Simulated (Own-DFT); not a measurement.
# Point defects and the pressure they add: 4H SiC

Everything here is calculated. The program is Own-DFT (plane waves, in-house, since retired, never reviewed by a person); positions were held fixed, and spin and spin-orbit coupling were off.

Common settings: PBE; PseudoDojo norm-conserving scalar-relativistic files; cutoff 42 hartree; 4 x 4 x 3 k mesh centred on Gamma; Fermi-Dirac smearing of 0.1 eV.

Limits (not all hold for every row): a neutral cation vacancy leaves holes that likely carry spin, which these runs leave out; not probed for a lower state with spin; forces on such cells failed a check on a denser k mesh; forces on such cells passed a denser k mesh, each cell not checked; stress not checked against mesh or cutoff.

All runs share one cell, with vectors in Å (9.248, 0.000, 0.000); (-4.624, 8.009, 0.000); (0.000, 0.000, 10.068) and a volume of 745.7 Å³. u is the rms random offset of the atoms per axis. The defect's site can differ from row to row.

| cell | formula | u (Å) | P (GPa) |
|---|---|---|---|
| no defect | C36Si36 | 0.0303 | 3.74 |
| no defect | C36Si36 | 0.0311 | 3.84 |
| no defect | C36Si36 | 0.0658 | 6.31 |
| two Al on a Si site each | Al2C36Si34 | 0.0299 | 5.80 |
| two Al on a Si site each | Al2C36Si34 | 0.0480 | 6.83 |
| two Al on a Si site each | Al2C36Si34 | 0.0498 | 6.83 |
| one Si vacancy | C36Si35 | 0.0289 | 3.00 |
| one Si vacancy | C36Si35 | 0.0290 | 2.95 |
| one Si vacancy | C36Si35 | 0.0298 | 2.95 |
| one C vacancy | C35Si36 | 0.0280 | 3.51 |
| one C vacancy | C35Si36 | 0.0280 | ? |
| one C vacancy | C35Si36 | 0.0490 | 4.86 |
| one C vacancy | C35Si36 | 0.0517 | 4.91 |
| one Al on a Si site and one N on a C site | AlC35NSi35 | 0.0503 | 5.46 |
| one Al on a Si site and one N on a C site | AlC35NSi35 | 0.0511 | 5.91 |
| one Al on a Si site and one N on a C site | AlC35NSi35 | 0.0544 | 6.04 |

## Fit

P = P0 + c u² + a shift for each defect gives P0 = 3.08 GPa, c = 746 ± 33 GPa/Å² and a scatter of 0.11 GPa. The shifts, and each times the cell's volume:

- two Al on a Si site each: 2.00 ± 0.09 GPa, 9.3 eV (4.6 eV for each of its 2 sites)
- one Al on a Si site and one N on a C site: 0.71 ± 0.09 GPa, 3.3 eV
- one C vacancy: -0.11 ± 0.09 GPa, -0.5 eV (not resolved)
- one Si vacancy: -0.75 ± 0.10 GPa, -3.5 eV

Against the defect-free cell, a freed cell would be larger where the shift is positive and smaller where it is negative (160.2 GPa Å³ is 1 eV). The atoms around the defects weren't relaxed, which would change these numbers.

## Withheld run

The question: what pressure belongs in the blank (one C vacancy, u = 0.0280 Å)?

The fitted form gives 3.56 ± 0.13 GPa. The calculation gave 3.43 GPa.
